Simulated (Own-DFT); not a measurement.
# Two functionals across a range of volumes: C11b WSi2, 30 atoms (Si20W10)

Calculated, not measured: single-point runs of Own-DFT, a retired in-house plane-wave DFT program that no person has reviewed, on unrelaxed cells, without spin or spin-orbit coupling.

Known weak points: forces on such cells failed a check on a denser k mesh; stress not checked against mesh or cutoff.

Each geometry was run with PBE and with PBEsol, otherwise alike: PseudoDojo norm-conserving scalar-relativistic files made for PBE; cutoff 50 hartree; 5 x 5 x 5 k mesh centred on Gamma; cold (Marzari-Vanderbilt) smearing of 0.2 eV. Unstrained cell vectors in Å: (-2.148, -5.953, 3.409); (-6.444, 2.976, 1.136); (-2.553, -2.948, -6.757). Each has a uniform strain, of which the change of volume is shown, and random moves of rms u per axis.

| run | volume change (%) | u (Å) | P with PBE (GPa) | P with PBEsol (GPa) |
|---|---|---|---|---|
| 1 | -0.50 | 0.0509 | 8.36 | 4.22 |
| 2 | -3.39 | 0.0525 | 15.76 | 11.48 |
| 3 | 1.70 | 0.0495 | 1.75 | -2.26 |
| 4 | 1.24 | 0.0496 | 3.22 | -0.81 |
| 5 | 1.42 | 0.0478 | 2.24 | -1.79 |
| 6 | 1.20 | 0.0434 | 2.83 | -1.19 |
| 7 | -0.02 | 0.0472 | 5.97 | 1.86 |
| 8 | 0.91 | 0.0486 | 4.08 | 0.04 |
| 9 | 1.32 | 0.0481 | 2.84 | -1.18 |
| 10 | 0.78 | 0.0541 | 5.82 | 1.78 |
| 11 | 1.18 | 0.0502 | 3.56 | ? |

Question: by how much does PBEsol shrink this cell, and what belongs in the blank?

## Working it out

Write v for the change of volume as a fraction. Fitted to v and u², the PBE pressure has a slope of -259 ± 8 GPa in v, with the ions held to the strained lattice. The difference PBEsol less PBE is -4.10 + 5.5 v GPa (slope ± 0.2) and averages -4.07 GPa. Divided by the mean slope of the two, 256 GPa, that makes PBEsol's volume at a given pressure, near 3 GPa, about 1.6 % smaller, or 0.53 % in lengths. At one volume PBEsol's slope is the smaller by 6 GPa, but its pressure there is lower too. If stiffness rises by about 4 GPa for each GPa, PBEsol at equal pressure is stiffer by about 11 GPa. Files made for PBEsol would give a different shift.

For run 11 the line gives -0.48 GPa. The calculation gave -0.47 GPa.
